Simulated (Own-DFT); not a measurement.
# Misfit strain and the stress it brings: wurtzite AlGaN with randomly placed atoms, 72 atoms (Al27Ga9N36)

Calculated, not measured: single-point runs of Own-DFT, a retired in-house plane-wave DFT program that no person has reviewed, on unrelaxed cells, without spin or spin-orbit coupling.

Common settings: PBE; PseudoDojo norm-conserving scalar-relativistic files (stringent for Ga); cutoff 96 hartree; 4 x 4 x 3 k mesh centred on Gamma; Gaussian smearing of 0.01 eV.

Caveats: forces on such cells passed a denser k mesh, each cell not checked; stress not checked against mesh or cutoff.

Unstrained cell vectors in Å: (9.394, 0.000, 0.000); (-4.697, 8.135, 0.000); (0.000, 0.000, 10.066). The unstrained cell has measured lattice constants (interpolated for alloys), not those of this functional. That, the random moves and any unrelaxed bonds set the pressure at no strain. Each run strains x and y alike by e, as a substrate would, and holds the height along z. All atoms carry random offsets, Gaussian with a width of 0.05 Å per axis. The random placing of the alloy's atoms differs from row to row. Stress is positive in tension.

| e (%) | u (Å) | (s_xx + s_yy)/2 (GPa) | s_zz (GPa) |
|---|---|---|---|
| -2.25 | 0.051 | -20.92 | -9.65 |
| -1.75 | 0.046 | -16.63 | -9.57 |
| -1.50 | 0.051 | -15.99 | -8.74 |
| -1.25 | 0.052 | -16.06 | -6.38 |
| -0.75 | 0.050 | -9.55 | -8.93 |
| 0.50 | 0.053 | -3.50 | -6.03 |
| 0.75 | 0.048 | ? | ? |
| 1.25 | 0.045 | 0.54 | -3.88 |
| 2.50 | 0.049 | 5.96 | -1.79 |
| 3.00 | 0.054 | 8.07 | -2.10 |

## What the rows give

With e as a fraction, the in-plane stress is -6.3 + 580 e - 3418 e² GPa (errors 22 and 1457, scatter 1.03), and s_zz is -6.3 + 156 e GPa (slope ± 18, scatter 1.00). At e = 0 the first slope is C11 + C12 and the second 2 C13, both with the ions held to the strained lattice and at the cell's own pressure. A free layer would change its height as e changes, and the in-plane slope would drop by 2 C13²/C33 to the biaxial modulus. At fixed height, a misfit of 1 % moves the in-plane stress by about 5.8 GPa and s_zz by 1.6 GPa.

## Withheld run

Q: what are the two stresses at e = 0.75 %?

The fit gives -2.1 and -5.1 GPa. The run itself gave -1.84 and -6.47 GPa.
